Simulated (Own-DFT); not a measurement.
Al3GaN4 (wurtzite random alloy, strained, atoms displaced) (calculated)

A calculation, not a measurement: plane-wave density functional theory by an unreviewed code, no spin, of a simulated periodic cell, stress positive in tension, run twice, with PBE and with PBEsol, both on files made for PBE, so the change isn't that of files made for PBEsol, forces on such cells passed a denser k mesh, this cell's mesh not checked; the far tail of each file's local potential was reset to the Coulomb form; each entry is a single point on an unrelaxed cell, so the pressure reflects the starting lattice, mostly measured values (interpolated for alloys), from which strain is counted, and rises with the displacements; printed positions are rounded, which can move forces by about a meV/angstrom; the program, named Own-DFT, is a retired in-house code; no spin-orbit coupling; stress was not checked against mesh or cutoff. Program: Own-DFT development build.

## Al3GaN4 (wurtzite random alloy, strained, atoms displaced)

```xyz
72
Lattice="9.1824 0.0000 0.0000 -4.5912 7.9522 0.0000 0.0000 0.0000 10.0655" Properties=species:S:1:pos:R:3 Al3GaN4
Al    -0.0430     1.6888     0.0245
Al     1.5326     0.8569     2.5324
N      0.0096     1.8674     1.9087
N      1.5036     0.8679     4.4557
Al     0.0227     1.7931     5.0555
Al     1.5849     0.8373     7.5164
N      0.0331     1.8088     6.9855
N      1.5545     0.8323     9.4137
Ga    -1.5059     4.3938     0.0253
Ga    -0.0221     3.4495     2.5465
N     -1.5906     4.3778     1.9290
N      0.0461     3.4895     4.4629
Al    -1.5180     4.3650     5.0967
Al    -0.1009     3.5031     7.5669
N     -1.5011     4.4428     6.9066
N      0.0359     3.5872     9.4385
Ga    -3.0534     7.1150     0.0737
Al    -1.5380     6.1676     2.5156
N     -3.0827     7.0627     1.9933
N     -1.5461     6.1703     4.5099
Al    -2.9847     6.9939     5.0398
Al    -1.4565     6.2116     7.5162
N     -2.9646     7.0375     6.8919
N     -1.5004     6.1722     9.4717
Al     3.1168     1.7516     0.0031
Al     4.5488     0.8841     2.4493
N      3.0314     1.7557     1.9332
N      4.5517     0.9449     4.4294
Al     3.0187     1.7304     4.9553
Al     4.5502     0.8881     7.5117
N      3.0554     1.7892     6.9783
N      4.5639     0.8740     9.4847
Al     1.5870     4.4220    10.0008
Al     3.0385     3.5533     2.4136
N      1.6340     4.4395     1.9140
N      3.1992     3.5758     4.3596
Al     1.5038     4.4447     5.1246
Al     3.0668     3.5307     7.5541
N      1.5035     4.3741     6.9598
N      3.0821     3.5096     9.5152
Ga     0.0160     7.0011     0.0274
Al     1.6049     6.0929     2.5033
N      0.0260     7.0541     1.8013
N      1.5780     6.1970     4.4156
Al    -0.1042     7.0875     5.0439
Al     1.5535     6.1615     7.5317
N     -0.0120     7.1028     6.9210
N      1.5350     6.1560     9.4862
Ga     6.1659     1.8333     0.0006
Ga     7.6995     0.8422     2.4123
N      6.1157     1.7845     1.9214
N      7.6179     0.9519     4.4138
Al     6.1832     1.8135     5.0775
Ga     7.7545     0.8188     7.6285
N      6.0978     1.7482     6.9095
N      7.7355     0.9073     9.4646
Ga     4.5997     4.4039    10.0312
Al     6.1231     3.5022     2.5692
N      4.5751     4.4383     1.9118
N      6.0048     3.5245     4.4234
Ga     4.5540     4.3970     4.9989
Al     6.1089     3.4844     7.5310
N      4.4653     4.4566     6.9787
N      6.0753     3.4889     9.4732
Al     3.0224     7.1039     0.0145
Al     4.4873     6.2320     2.4758
N      3.0226     7.1086     1.9146
N      4.4854     6.2462     4.4343
Al     2.9613     7.0477     4.9545
Al     4.6647     6.1422     7.5232
N      3.0165     7.0313     6.9031
N      4.6270     6.1644     9.4668
```

```
functional                                        : PBE, then PBEsol
potential files                                   : PseudoDojo norm-conserving, scalar-relativistic, standard set
wave cutoff                                       : 42 hartree
occupations                                       : Fermi-Dirac
smearing width                                    : 0.1 eV
k mesh                                            : 4 x 4 x 3 centred on Gamma
PBE pressure                                      : 17.57 GPa
PBE stress xx                                     : -20.34 GPa
PBE stress yy                                     : -22.55 GPa
PBE stress zz                                     : -9.81 GPa
PBE stress yz                                     : -1.71 GPa
PBE stress xz                                     : 0 GPa
PBE stress xy                                     : -0.62 GPa
PBEsol pressure                                   : 14.25 GPa
PBEsol stress xx                                  : -17.07 GPa
PBEsol stress yy                                  : -19.23 GPa
PBEsol stress zz                                  : -6.44 GPa
PBEsol stress yz                                  : -1.71 GPa
PBEsol stress xz                                  : 0 GPa
PBEsol stress xy                                  : -0.62 GPa
rms change of force components from PBE to PBEsol : 0.077 eV/Å
```

Force:
```tsv
force element	PBE force x (eV/Å)	PBE force y (eV/Å)	PBE force z (eV/Å)	PBEsol force x (eV/Å)	PBEsol force y (eV/Å)	PBEsol force z (eV/Å)
Al	3.669	2.796	-0.142	3.667	2.814	-0.121
Al	-0.266	0.823	0.669	-0.289	0.833	0.667
N	1.295	-5.264	-2.38	1.139	-5.072	-2.211
N	-0.01	-0.564	-0.696	-0.022	-0.588	-0.697
Al	-0.782	-1.707	0.602	-0.789	-1.722	0.602
Al	-0.608	0.587	0.418	-0.627	0.564	0.414
N	0.705	-1.109	-1.131	0.569	-1.208	-1.068
N	-0.383	2.379	0.15	-0.379	2.173	0.219
Ga	-0.665	0.286	-0.029	-0.642	0.284	-0.015
Ga	0.723	4.889	1.124	0.692	4.761	1.089
N	0.549	0.968	0.879	0.698	0.874	0.738
N	-0.629	1.45	0.42	-0.628	1.449	0.239
Al	-0.646	0.051	-1.652	-0.656	0.046	-1.673
Al	2.028	0.794	0.597	2.004	0.803	0.609
N	-1.44	-0.507	0.989	-1.445	-0.487	0.989
N	0.305	-2.11	0.035	0.142	-2.022	0.105
Ga	0.475	-1.669	-0.317	0.471	-1.644	-0.322
Al	0.547	-0.164	0.339	0.564	-0.163	0.333
N	-0.16	-0.001	0.182	-0.163	-0.013	0.013
N	1.092	-1.84	-2.337	1.096	-1.862	-2.336
Al	-3.711	1.47	-0.203	-3.727	1.467	-0.206
Al	-0.765	-0.764	1.438	-0.763	-0.777	1.45
N	-1.256	0.065	0.546	-1.24	0.064	0.536
N	-1.261	-0.249	-1.702	-1.226	-0.245	-1.511
Al	-1.575	-0.079	0.288	-1.581	-0.084	0.319
Al	1.136	-0.381	1.257	1.144	-0.396	1.248
N	-0.257	0.005	-0.992	-0.265	0.017	-0.99
N	1.014	-1.63	-0.693	1.041	-1.603	-0.697
Al	0.707	2.132	1.058	0.695	2.146	1.078
Al	0.811	0.223	0.994	0.826	0.212	1.011
N	-0.134	-0.21	-1.371	-0.137	-0.2	-1.387
N	1.099	-0.013	-1.496	1.245	-0.113	-1.4
Al	-0.651	-0.572	1.319	-0.668	-0.562	1.347
Al	2.065	-1.066	2.087	2.072	-1.096	2.085
N	-2.592	-0.597	-1.874	-2.713	-0.677	-1.861
N	-6.435	-2.891	-1.074	-6.176	-2.737	-0.986
Al	1.648	-0.476	-1.582	1.662	-0.469	-1.595
Al	-1.282	-0.524	0.827	-1.289	-0.526	0.844
N	-0.375	0.401	0.512	-0.386	0.377	0.53
N	-1.15	-0.767	-1.678	-0.952	-0.664	-1.623
Ga	-0.163	1.236	-1.825	-0.16	1.205	-1.761
Al	-1.891	2.061	0.882	-1.909	2.086	0.888
N	-0.249	-0.499	4.849	-0.233	-0.506	4.578
N	-3.872	-1.366	-0.821	-3.888	-1.377	-0.826
Al	2.655	0.973	-0.35	2.67	0.969	-0.35
Al	-0.773	0.096	0.492	-0.801	0.103	0.513
N	1.113	-0.599	-0.044	1.128	-0.593	-0.054
N	1.789	0.311	-1.683	1.598	0.406	-1.617
Ga	-1.128	-2.773	0.858	-1.103	-2.705	0.849
Ga	-1.195	2.778	2.842	-1.188	2.731	2.784
N	-0.539	-0.237	-0.043	-0.376	-0.33	-0.17
N	1.269	-0.858	0.097	1.286	-0.87	-0.063
Al	-1.916	-0.912	-0.876	-1.929	-0.912	-0.873
Ga	-1.458	0.182	-2.197	-1.435	0.187	-2.147
N	0.455	0.258	0.986	0.573	0.168	1.031
N	-1.877	-1.605	1.095	-2.04	-1.528	0.917
Ga	-0.119	0.648	1.581	-0.104	0.628	1.559
Al	-1.391	0.615	-0.274	-1.388	0.613	-0.282
N	0.684	0.101	0.306	0.692	0.098	0.147
N	4.371	-0.25	0.01	4.141	-0.129	0.086
Ga	1.084	3.157	2.115	1.048	3.071	2.046
Al	-0.606	1.039	0.181	-0.597	1.058	0.181
N	2.837	-1.136	-0.131	2.833	-1.145	-0.293
N	1.777	1.945	-2.82	1.734	1.896	-2.606
Al	0.792	-1.252	-0.579	0.78	-1.229	-0.566
Al	1.868	-1.586	1.544	1.871	-1.577	1.534
N	-0.061	-2.321	-1.999	-0.072	-2.059	-1.923
N	2.234	0.172	-0.978	2.241	0.009	-0.931
Al	2.334	2.651	2.019	2.333	2.683	2.029
Al	-0.914	1.595	0.367	-0.896	1.631	0.368
N	1.46	-0.317	0.006	1.489	-0.151	0.05
N	-1.405	1.732	-0.988	-1.259	1.62	-0.861
```
